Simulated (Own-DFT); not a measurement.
# How strain changes the stress of wurtzite GaN, 96 atoms (Ga48N48)

These are calculations, not measurements. The program, named Own-DFT, is a retired in-house plane-wave density functional code that no person has reviewed. Each row is one single-point run on a periodic cell that was not relaxed, without spin or spin-orbit coupling.

Settings of every run: PBE; PseudoDojo norm-conserving scalar-relativistic files (stringent for Ga); cutoff 96 hartree; 3 x 4 x 3 k mesh centred on Gamma; Gaussian smearing of 0.01 eV.

Known limits: forces on such cells passed a denser k mesh, each cell not checked; stress not checked against mesh or cutoff.

Unstrained cell vectors in Å: (12.756, 0.000, 0.000); (-4.783, 8.285, 0.000); (0.000, 0.000, 10.370). The unstrained cell has measured lattice constants (interpolated for alloys), not those of this functional. That, the random moves and any unrelaxed bonds set the pressure at no strain. Each run strains this cell uniformly, with the atoms carried along. Every atom was also moved at random, by a Gaussian of width 0.05 Å on each axis. Strain is the symmetric tensor, in per cent. Stress is positive in tension, and the pressure is minus a third of its trace.

| run | e_xx (%) | e_yy (%) | e_zz (%) | e_yz (%) | e_xz (%) | e_xy (%) | s_xx (GPa) | s_yy (GPa) | s_zz (GPa) | s_yz (GPa) | s_xz (GPa) | s_xy (GPa) | P (GPa) | E (meV/atom) |
|---|---|---|---|---|---|---|---|---|---|---|---|---|---|---|
| 1 | -0.18 | -1.72 | 0.29 | 0.58 | 0.59 | -1.42 | -8.63 | -13.90 | -8.80 | 1.50 | 1.04 | -4.58 | 10.44 | 29.2 |
| 2 | -0.33 | 0.17 | -1.10 | -1.06 | 0.74 | -1.92 | -9.33 | -9.35 | -12.94 | -2.73 | 1.37 | -6.48 | 10.54 | 55.2 |
| 3 | -1.07 | -0.37 | 0.06 | 0.69 | -1.68 | -1.85 | -11.89 | -9.88 | -9.20 | 1.95 | -3.32 | -6.20 | 10.32 | 43.1 |
| 4 | -1.89 | -0.71 | -1.88 | 0.91 | -1.79 | -0.73 | -17.94 | -14.50 | -18.54 | 1.77 | -4.27 | -2.88 | 16.99 | 55.5 |
| 5 | 1.30 | 1.67 | 0.26 | 0.99 | 1.56 | -0.72 | -1.69 | 1.30 | -4.03 | 1.97 | 3.20 | -2.03 | 1.47 | 23.3 |
| 6 | -0.17 | 1.85 | 0.53 | 1.79 | 1.91 | 0.92 | -4.26 | -0.59 | -5.44 | 3.85 | 3.17 | 3.34 | 3.43 | 32.2 |
| 7 | -0.52 | 1.31 | -1.14 | -1.52 | 0.80 | 0.83 | -8.00 | -2.11 | -14.27 | -3.18 | 1.97 | 2.21 | 8.13 | 26.8 |
| 8 | 0.22 | 0.69 | -0.39 | 0.40 | 1.75 | 1.02 | -6.00 | -3.57 | -10.07 | 0.69 | 4.01 | 3.18 | 6.54 | 29.4 |
| 9 | 0.03 | 1.19 | 0.26 | 1.34 | 0.83 | 1.45 | -4.48 | -2.25 | -6.35 | 3.33 | 1.60 | 4.68 | 4.36 | 18.3 |
| 10 | 1.29 | -1.39 | 0.05 | 1.18 | -0.11 | 1.12 | -3.03 | -12.42 | -7.10 | 2.56 | 0.01 | 3.27 | 7.51 | 31.7 |
| 11 | 0.06 | 0.35 | 1.94 | 0.02 | 1.30 | 1.62 | -6.42 | -4.19 | 1.64 | 0.50 | 2.60 | 5.17 | 2.99 | 16.8 |
| 12 | -1.36 | 1.66 | -0.24 | 0.21 | -1.91 | -1.39 | -11.28 | -2.32 | -7.75 | -0.03 | -4.68 | -3.75 | 7.12 | 24.3 |
| 13 | 1.51 | 0.64 | 0.70 | -0.62 | 0.11 | 0.49 | -0.08 | -2.30 | -2.00 | -1.43 | 0.60 | 0.42 | 1.46 | 0.0 |
| 14 | 0.41 | -1.26 | 0.32 | -0.28 | 1.26 | 0.52 | -7.69 | -11.85 | -5.94 | -0.52 | 2.57 | 0.07 | 8.49 | 37.5 |
| 15 | 1.41 | 1.94 | 0.53 | 1.80 | -0.56 | -0.29 | 1.40 | 2.30 | -2.88 | 3.12 | -1.55 | -0.45 | -0.27 | 1.5 |
| 16 | -0.01 | 1.31 | 1.82 | 0.91 | -1.10 | -1.15 | -2.52 | -2.50 | 1.59 | 1.61 | -1.47 | -2.78 | 1.14 | 7.2 |
| 17 | -1.43 | 0.96 | 1.21 | 1.18 | -1.95 | 1.86 | ? | ? | ? | ? | ? | ? | ? | ? |

E is the free energy for each atom above the lowest run shown.

## Worked fit

Each stress component was fitted by least squares to a constant and the strains of the runs shown, as fractions, with shears doubled. Shear strains stay in the fit of a normal stress only where such slopes are resolved. The slopes, in GPa:

| stress | at no strain | per e_xx | per e_yy | per e_zz | scatter |
|---|---|---|---|---|---|
| s_xx | -7.2 | 387 ± 32 | 121 ± 23 | 98 ± 32 | 1.07 |
| s_yy | -7.5 | 125 ± 27 | 410 ± 20 | 56 ± 28 | 0.93 |
| s_zz | -7.9 | 95 ± 26 | 59 ± 19 | 476 ± 26 | 0.88 |

Each shear stress against twice its own strain: yz 107 ± 4, xz 99 ± 6, xy 152 ± 6 GPa. These are stiffnesses along x, y and z of the frame in which the cell vectors are given, which need not be the crystal's axes. The atoms are held to the strained lattice; where symmetry lets them move under strain, relaxing them would lower some slopes. The table should be nearly symmetric about its diagonal, and what it lacks of that shows the noise. A ninth of its sum, 203 ± 3 GPa, estimates the bulk modulus near the mean pressure of these runs, 6.3 GPa, so it lies above the value at zero pressure.

## Withheld run

Question: what normal stresses and pressure should run 17 give?

The fit gives s_xx = -10.4, s_yy = -4.7, s_zz = -3.0 and P = 6.0 GPa. The calculation gave -12.01, -3.88, -2.29 and P = 6.06 GPa.
